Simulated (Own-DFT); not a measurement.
## Calculated data, GaN (wurtzite, strained, atoms displaced)

A calculation, not a measurement: plane-wave PBE density functional theory by an unreviewed code, no spin, of a simulated periodic cell, stress positive in tension, free energy of the whole cell less one offset for each atom, forces on such cells passed a denser k mesh, this cell's mesh not checked; offsets are fitted by least squares, one for each functional and potential file, so energies compare only between cells with the same atoms and settings and are not formation energies; the far tail of each file's local potential was reset to the Coulomb form; each entry is a single point on an unrelaxed cell, so the pressure reflects the starting lattice, mostly measured values (interpolated for alloys), from which strain is counted, and rises with the displacements; printed positions are rounded, which can move forces by about a meV/angstrom; the program, named Own-DFT, is a retired in-house code; no spin-orbit coupling. Program: Own-DFT development build.

GaN (wurtzite, strained, atoms displaced)

```
GaN
1.0
     12.7560     0.0000     0.0000
     -4.7835     8.2853     0.0000
      0.0000     0.0000    10.3182
Ga N Ga N Ga N Ga N Ga N Ga N Ga N Ga N Ga N Ga N Ga N Ga N Ga N Ga N Ga N Ga N Ga N Ga N Ga N Ga N Ga N Ga N Ga N Ga N
2 2 2 2 2 2 2 2 2 2 2 2 2 2 2 2 2 2 2 2 2 2 2 2 2 2 2 2 2 2 2 2 2 2 2 2 2 2 2 2 2 2 2 2 2 2 2 2
Direct
  0.07823 0.21630 0.00362
  0.16347 0.10962 0.24676
  0.08118 0.21274 0.18272
  0.16508 0.10177 0.43679
  0.08172 0.21816 0.50785
  0.16199 0.10610 0.75836
  0.08342 0.21559 0.69546
  0.17084 0.10044 0.94028
  0.08626 0.55565 0.99970
  0.16969 0.45089 0.25290
  0.08323 0.54947 0.18518
  0.17132 0.43771 0.42807
  0.08310 0.56052 0.49552
  0.16881 0.45211 0.74529
  0.08511 0.56377 0.69951
  0.16924 0.45021 0.93086
  0.08598 0.88812 0.99806
  0.16864 0.77028 0.24667
  0.07779 0.87414 0.18829
  0.16400 0.77803 0.43429
  0.08580 0.88353 0.50504
  0.16602 0.77162 0.74727
  0.08333 0.88545 0.69109
  0.16398 0.77961 0.94488
  0.33593 0.22495 0.00660
  0.41765 0.11272 0.25638
  0.33844 0.21561 0.18612
  0.42068 0.11863 0.44114
  0.33974 0.22152 0.49678
  0.41493 0.11024 0.74796
  0.33994 0.24005 0.68915
  0.41326 0.11020 0.94301
  0.33553 0.56253 0.99847
  0.41627 0.44404 0.24969
  0.33905 0.55948 0.18867
  0.41138 0.43720 0.43601
  0.33174 0.54955 0.49611
  0.41643 0.44420 0.75147
  0.33437 0.55416 0.68512
  0.41413 0.44074 0.93382
  0.32959 0.88559 0.00211
  0.42017 0.78093 0.25514
  0.33343 0.88880 0.19246
  0.42379 0.78059 0.44197
  0.34159 0.89148 0.49272
  0.41111 0.77578 0.74460
  0.33750 0.89058 0.68596
  0.41607 0.77287 0.94378
  0.57796 0.21741 0.99804
  0.67010 0.12350 0.24959
  0.58047 0.22005 0.19082
  0.67051 0.11215 0.44099
  0.58705 0.22423 0.49242
  0.66963 0.11553 0.74217
  0.58255 0.21927 0.68674
  0.67090 0.10409 0.94400
  0.58132 0.55440 0.00143
  0.66709 0.45307 0.24678
  0.58116 0.55176 0.19217
  0.66468 0.43985 0.43431
  0.57531 0.54318 0.50743
  0.66330 0.45208 0.74163
  0.58536 0.55357 0.68214
  0.67414 0.45734 0.93751
  0.58461 0.89332 0.99926
  0.66753 0.78421 0.24478
  0.58509 0.88921 0.18712
  0.67094 0.77516 0.43857
  0.58621 0.89933 0.50343
  0.66868 0.78016 0.75890
  0.58051 0.88659 0.68903
  0.66726 0.78616 0.93814
  0.83746 0.22381 0.00498
  0.92059 0.10478 0.24421
  0.84067 0.23825 0.18873
  0.91983 0.11109 0.43510
  0.83783 0.22528 0.49888
  0.91259 0.10172 0.74878
  0.83800 0.22050 0.69118
  0.92520 0.11391 0.93276
  0.83567 0.56599 0.01203
  0.91737 0.43922 0.24471
  0.84037 0.56373 0.19032
  0.92018 0.44525 0.43457
  0.83140 0.55203 0.50170
  0.92064 0.45207 0.75408
  0.83287 0.55805 0.69304
  0.92504 0.44943 0.93727
  0.83765 0.88995 0.99555
  0.91699 0.77301 0.25035
  0.83739 0.88314 0.19312
  0.90950 0.76819 0.43236
  0.83743 0.89443 0.50738
  0.91768 0.77523 0.75103
  0.82395 0.88352 0.69269
  0.91724 0.78188 0.94712
```

| Item | Value |
| --- | --- |
| functional | PBE |
| potential files | PseudoDojo norm-conserving, scalar-relativistic, standard set with the stringent files for Ga |
| wave cutoff | 96 hartree |
| occupations | Gaussian |
| smearing width | 0.01 eV |
| k mesh | 3 x 4 x 3 centred on Gamma |
| pressure | ? |
| stress yy | ? |
| stress zz | ? |

## Withheld values
1. GaN (wurtzite, strained, atoms displaced): pressure?
2. Give the missing stress yy for GaN (wurtzite, strained, atoms displaced).
3. What stress zz does the calculation give for GaN (wurtzite, strained, atoms displaced)?

## Answers
1. 7.95 GPa
2. -7.45 GPa
3. -9.47 GPa

Further results for GaN (wurtzite, strained, atoms displaced):

| Property | Result |
| --- | --- |
| free energy of cell above offsets | -5.163 eV |
| stress xx | -6.92 GPa |
| stress yz | 0.17 GPa |
| stress xz | -0.52 GPa |
| stress xy | 0.38 GPa |

Force:
```
element  x (eV/Å)  y (eV/Å)  z (eV/Å)
     Ga     1.955      1.27    -1.733
     Ga     1.353    -1.277     0.417
      N       0.1     1.582     0.972
      N     0.029     0.802     0.424
     Ga     0.966    -0.158    -0.976
     Ga     1.432     0.666    -0.867
      N    -0.856     0.843    -0.737
      N    -1.086     1.756     0.478
     Ga     0.134     0.105    -0.392
     Ga     0.586    -0.979    -2.227
      N     0.231     0.267     0.481
      N    -1.388     0.292     2.851
     Ga     0.852    -0.595     0.552
     Ga     0.469     -1.25     0.496
      N     0.302    -1.965    -2.764
      N     0.506    -0.841      1.19
     Ga    -0.897    -0.335     1.365
     Ga    -1.193      0.56    -0.083
      N     0.862     1.472    -0.132
      N     1.773    -0.113     0.499
     Ga    -1.538     0.308    -1.141
     Ga      0.28     2.634     1.407
      N    -0.038     0.172     0.117
      N     1.438    -0.769    -1.388
     Ga    -0.298    -0.287    -1.383
     Ga     0.282    -0.621    -0.838
      N    -1.817     0.909     1.285
      N     0.933    -1.436    -0.284
     Ga    -2.397    -0.096     1.109
     Ga    -0.213     0.704     0.442
      N    -0.003    -3.516    -0.749
      N     0.602    -0.393    -1.007
     Ga     0.067    -1.757     0.267
     Ga     0.115    -0.515    -0.109
      N    -0.733    -0.299     0.029
      N     0.569     0.576      0.05
     Ga      0.36     0.589     0.373
     Ga     0.104     1.354    -0.121
      N    -0.411     0.258    -0.216
      N     0.166     0.711     1.333
     Ga     0.517      0.28     0.032
     Ga     0.243     0.015    -0.825
      N     0.591     0.025     0.119
      N    -0.675     -0.63    -0.375
     Ga    -1.305     -0.18     0.669
     Ga     1.438    -0.059     1.074
      N    -1.485    -0.008    -0.394
      N    -0.524     1.773    -1.368
     Ga     1.192     0.816    -0.047
     Ga     0.731    -1.171    -0.144
      N     0.196     0.879    -0.394
      N    -0.092     0.765    -0.737
     Ga     0.122    -0.069     1.115
     Ga     0.091    -0.571     1.335
      N    -0.167     0.801    -0.165
      N    -0.962     2.126    -1.166
     Ga     0.056     0.306    -0.237
     Ga     1.125    -0.847     0.311
      N    -0.488     1.083    -0.986
      N     0.056     0.558     0.493
     Ga     0.405     1.642    -2.979
     Ga     1.991    -1.628     1.722
      N    -1.817     1.199     2.083
      N    -0.529    -1.271    -0.001
     Ga    -0.426    -0.957     0.358
     Ga     0.902    -0.739     1.489
      N    -0.534     1.078     0.331
      N      -1.1     0.131      0.21
     Ga     1.827    -1.754    -0.229
     Ga    -1.638    -0.825    -1.602
      N      0.28     0.238     0.523
      N     0.788    -1.089     1.232
     Ga    -0.071     0.296     -1.49
     Ga    -1.109     0.198     0.935
      N     0.272    -3.976    -0.257
      N    -0.204     0.239     0.395
     Ga     0.342    -0.171     0.217
     Ga     0.353     1.015     0.163
      N    -0.565     0.937     -0.67
      N     -1.72    -0.753     0.914
     Ga     0.707    -1.077    -2.179
     Ga    -0.192      3.03     1.181
      N    -0.573     -2.23     0.699
      N    -0.491    -0.122     0.494
     Ga    -0.056      0.28    -0.426
     Ga    -0.588    -1.158    -0.093
      N     0.369    -0.543    -0.833
      N      -1.5    -0.442     1.031
     Ga    -1.135     0.495     1.116
     Ga     0.275     0.959     0.518
      N    -1.394     0.629     -1.53
      N     0.806      0.94     2.217
     Ga    -0.383    -1.388    -1.575
     Ga    -0.672     0.355     0.699
      N     2.206     0.306    -0.193
      N     0.921    -0.364     -1.77
```
